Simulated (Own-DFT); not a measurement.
# How strain changes the stress of beta-Si3N4, 112 atoms (N64Si48)

Calculated results; nothing here was measured. The program, named Own-DFT, is a retired in-house plane-wave density functional code that no person has reviewed. Each row is one single-point run on a periodic cell that was not relaxed, without spin or spin-orbit coupling.

Settings of every run: PBE; PseudoDojo norm-conserving scalar-relativistic files; cutoff 42 hartree; 2 x 2 x 4 k mesh centred on Gamma; Fermi-Dirac smearing of 0.1 eV.

Known limits: forces on such cells moved up to 12 meV/angstrom on a denser k mesh; stress not checked against mesh or cutoff.

Unstrained cell vectors in Å: (15.212, 0.000, 0.000); (-7.606, 13.174, 0.000); (0.000, 0.000, 5.818). The unstrained cell has measured lattice constants (interpolated for alloys), not those of this functional. That, the random moves and any unrelaxed bonds set the pressure at no strain. Each run strains this cell uniformly, with the atoms carried along. Every atom was also moved at random, by a Gaussian of width 0.05 Å on each axis. Strain is the symmetric tensor, in per cent. Stress is positive in tension, and the pressure is minus a third of its trace.

```
run  e_xx (%)  e_yy (%)  e_zz (%)  e_yz (%)  e_xz (%)  e_xy (%)  s_xx (GPa)  s_yy (GPa)  s_zz (GPa)  s_yz (GPa)  s_xz (GPa)  s_xy (GPa)  P (GPa)  E (meV/atom)
  1      0.70     -0.77      0.21      1.14      1.09     -0.31       -4.74       -8.06      -10.14        3.31        1.96        0.01     7.65           8.5
  2      1.80      0.87     -0.08      0.11      1.55      1.07        1.53       -0.28       -7.60        1.03        5.52        5.43     2.12           8.2
  3      0.57      1.46      0.37      1.75     -0.55     -0.60       -3.83        1.30       -6.18        5.06       -1.94       -2.55     2.90          18.9
  4     -0.71      1.09     -1.51      1.00     -1.83     -1.79      -13.11       -4.59      -20.01        3.68       -5.44       -6.54    12.57          62.0
  5     -0.93      0.82     -1.78     -0.69      1.42      1.89      -16.10       -6.07      -20.72       -5.14        6.06        8.50    14.30          50.0
  6     -1.36     -0.45      0.11      1.68     -0.47     -0.38      -13.69      -11.29      -12.33        6.46       -2.33       -3.10    12.44          25.0
  7      1.92      0.03     -1.02     -0.22      1.83     -1.98        0.34       -3.78      -16.55       -1.07        7.62       -6.79     6.66          23.8
  8      1.22      0.98     -0.93      0.53      0.34     -0.46       -0.88       -1.43      -12.35        1.30        0.69       -0.99     4.89           0.0
  9     -0.46     -0.88      0.55     -1.50     -1.46      1.75      -10.96      -13.64       -8.60       -5.91       -6.12        5.59    11.06          38.8
 10     -1.46     -0.47      1.40      1.59     -0.12      0.65      -13.67      -12.96       -0.97        4.84        0.61        1.66     9.20          16.7
 11      1.57     -1.22     -1.05     -0.66      1.17      1.14       -2.44      -11.45      -18.95       -3.76        3.79        4.19    10.95          42.4
 12      1.83      0.48     -0.05      1.09      0.94      1.68        0.76       -2.58       -7.95        4.42        3.06        5.57     3.26          13.5
 13      0.15     -1.36      1.95     -0.08     -1.41     -1.15       -5.08      -13.08       -0.81       -0.43       -5.12       -3.58     6.32          21.3
 14     -1.94      0.83     -0.15      0.07      0.20      0.05      -16.08       -6.77      -12.01        0.23        1.52        1.96    11.62          20.1
 15      0.03     -0.26     -1.33      0.28      0.62      1.64       -8.35      -10.36      -19.07        1.00        3.83        7.18    12.59          31.7
 16      1.83      0.38      0.29      0.85      0.67      0.40        3.47       -1.40       -9.45        3.24        2.14        1.07     2.46          10.6
 17      1.69      1.94      0.47     -1.58     -0.47      0.87        1.36        5.72       -5.39       -5.78       -2.50        3.76    -0.56          32.5
 18      0.35     -0.03      0.87     -0.27      0.35     -1.43           ?           ?           ?           ?           ?           ?        ?             ?
```

E is the free energy for each atom above the lowest run shown.

## Worked fit

Each stress component was fitted by least squares to a constant and the strains of the runs shown, as fractions, with shears doubled. Shear strains stay in the fit of a normal stress only where such slopes are resolved. The slopes, in GPa:

| stress | at no strain | per e_xx | per e_yy | per e_zz | scatter |
|---|---|---|---|---|---|
| s_xx | -7.8 | 497 ± 20 | 52 ± 29 | 135 ± 27 | 1.07 |
| s_yy | -7.6 | 192 ± 17 | 498 ± 24 | 56 ± 23 | 0.88 |
| s_zz | -10.6 | 47 ± 26 | 144 ± 37 | 630 ± 35 | 1.36 |

Each shear stress against twice its own strain: yz 188 ± 13, xz 186 ± 15, xy 172 ± 11 GPa. These are stiffnesses along x, y and z of the frame in which the cell vectors are given, which need not be the crystal's axes. The atoms are held to the strained lattice; where symmetry lets them move under strain, relaxing them would lower some slopes. The table should be nearly symmetric about its diagonal, and what it lacks of that shows the noise. A ninth of its sum, 250 ± 8 GPa, estimates the bulk modulus near the mean pressure of these runs, 7.7 GPa, so it lies above the value at zero pressure.

## Withheld run

Question: what normal stresses and pressure should run 18 give?

The fit gives s_xx = -4.9, s_yy = -6.6, s_zz = -5.0 and P = 5.5 GPa. The calculation gave -6.56, -4.82, -5.17 and P = 5.52 GPa.
